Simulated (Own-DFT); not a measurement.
# How strain changes the stress of wurtzite AlGaN with randomly placed atoms, 72 atoms (Al9Ga27N36)

These are calculations, not measurements. They come from Own-DFT, an in-house plane-wave density functional program, since retired, whose code no person has reviewed. Each row is one single-point run on a periodic cell that was not relaxed, without spin or spin-orbit coupling.

Settings of every run: PBEsol; PseudoDojo norm-conserving scalar-relativistic files, made for PBE; cutoff 42 hartree; 4 x 4 x 3 k mesh centred on Gamma; Fermi-Dirac smearing of 0.1 eV.

Known limits: forces on such cells passed a denser k mesh, each cell not checked; stress not checked against mesh or cutoff.

Unstrained cell vectors in Å: (9.509, 0.000, 0.000); (-4.755, 8.235, 0.000); (0.000, 0.000, 10.268). The unstrained cell has measured lattice constants (interpolated for alloys), not those of this functional. That, the random moves and any unrelaxed bonds set the pressure at no strain. Each run strains this cell uniformly, with the atoms carried along. Every atom was also moved at random, by a Gaussian of width 0.05 Å on each axis. The random placing of the alloy's atoms differs from row to row. Strain is the symmetric tensor, in per cent. Stress is positive in tension, and the pressure is minus a third of its trace.

| run | e_xx (%) | e_yy (%) | e_zz (%) | s_xx (GPa) | s_yy (GPa) | s_zz (GPa) | P (GPa) | E (meV/atom) |
|---|---|---|---|---|---|---|---|---|
| 1 | 1.50 | 1.50 | 0.00 | 3.95 | 6.25 | -0.56 | -3.21 | 0.0 |
| 2 | -1.75 | -1.75 | 0.00 | -11.99 | -12.08 | -6.32 | 10.13 | 24.5 |
| 3 | -0.75 | -0.75 | 0.00 | -5.92 | -6.59 | -5.16 | 5.89 | 15.0 |
| 4 | -3.00 | -3.00 | 0.00 | -21.65 | -21.77 | -6.71 | 16.71 | 54.1 |
| 5 | 2.25 | 2.25 | 0.00 | 8.10 | 7.29 | 0.16 | -5.18 | 21.8 |
| 6 | 1.00 | 1.00 | 0.00 | 2.22 | 3.26 | -2.80 | -0.89 | 15.3 |
| 7 | -1.00 | -1.00 | 0.00 | -7.45 | -9.39 | -3.96 | 6.93 | 14.8 |
| 8 | -2.75 | -2.75 | 0.00 | -17.90 | -18.44 | -8.33 | 14.89 | 33.1 |
| 9 | 1.75 | 1.75 | 0.00 | ? | ? | ? | ? | ? |

E is the free energy for each atom above the lowest run shown.

## Worked fit

The change of volume is close to e_xx + e_yy + e_zz. A straight line through the runs shown gives P = 3.39 - 209 x (fractional change of volume) GPa, with an error of 7 on the slope and a scatter of 0.70 GPa. The strain isn't the same on all axes and the cell isn't cubic, so the slope belongs to this path and is not the bulk modulus.

## Withheld run

Question: what pressure should run 9 give? Its volume changes by 3.53 %.

The line gives -4.0 GPa. The calculation gave -3.91 GPa.
